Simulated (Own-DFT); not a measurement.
# Strain and stress in wurtzite AlN, 72 atoms (Al36N36)

All numbers below are calculated, not measured. The program, named Own-DFT, is a retired in-house plane-wave density functional code that no person has reviewed. Each row is one single-point run on a periodic cell that was not relaxed, without spin or spin-orbit coupling.

Settings of every run: PBE; PseudoDojo norm-conserving scalar-relativistic files; cutoff 42 hartree; 4 x 4 x 3 k mesh centred on Gamma; Gaussian smearing of 0.01 eV.

Known limits: k mesh not checked against a denser one; stress not checked against mesh or cutoff.

Unstrained cell vectors in Å: (9.336, 0.000, 0.000); (-4.668, 8.085, 0.000); (0.000, 0.000, 9.964). The unstrained cell has measured lattice constants (interpolated for alloys), not those of this functional. That, the random moves and any unrelaxed bonds set the pressure at no strain. Each run strains this cell uniformly, with the atoms carried along. Every atom was also moved at random, by a Gaussian of width 0.05 Å on each axis. Strain is the symmetric tensor, in per cent. Stress is positive in tension, and the pressure is minus a third of its trace.

```
run  e_xx (%)  e_yy (%)  e_zz (%)  s_xx (GPa)  s_yy (GPa)  s_zz (GPa)  P (GPa)  E (meV/atom)
  1     -0.50     -0.50      0.00       -8.67       -8.16       -6.44     7.76          14.1
  2     -3.00     -3.00      0.00      -26.72      -24.79      -10.20    20.57          59.2
  3      1.75      1.75      0.00        4.66        2.96       -3.94    -1.23           3.6
  4     -0.25     -0.25      0.00       -5.96       -9.63       -4.90     6.83          19.8
  5      2.75      2.75      0.00        5.88        7.79        0.35    -4.68          23.2
  6      2.25      2.25      0.00        6.89        6.03       -5.77    -2.38          27.8
  7     -1.75     -1.75      0.00      -18.38      -13.25       -9.59    13.74          27.3
  8      1.50      1.50      0.00        2.55        1.72       -2.51    -0.59           0.0
  9     -1.50     -1.50      0.00           ?           ?           ?        ?             ?
```

E is the free energy for each atom above the lowest run shown.

## Worked fit

The change of volume is close to e_xx + e_yy + e_zz. A straight line through the runs shown gives P = 6.56 - 215 x (fractional change of volume) GPa, with an error of 8 on the slope and a scatter of 0.92 GPa. The strain isn't the same on all axes and the cell isn't cubic, so the slope belongs to this path and is not the bulk modulus.

## Withheld run

Question: what pressure should run 9 give? Its volume changes by -2.98 %.

The line gives 13.0 GPa. The calculation gave 13.38 GPa.
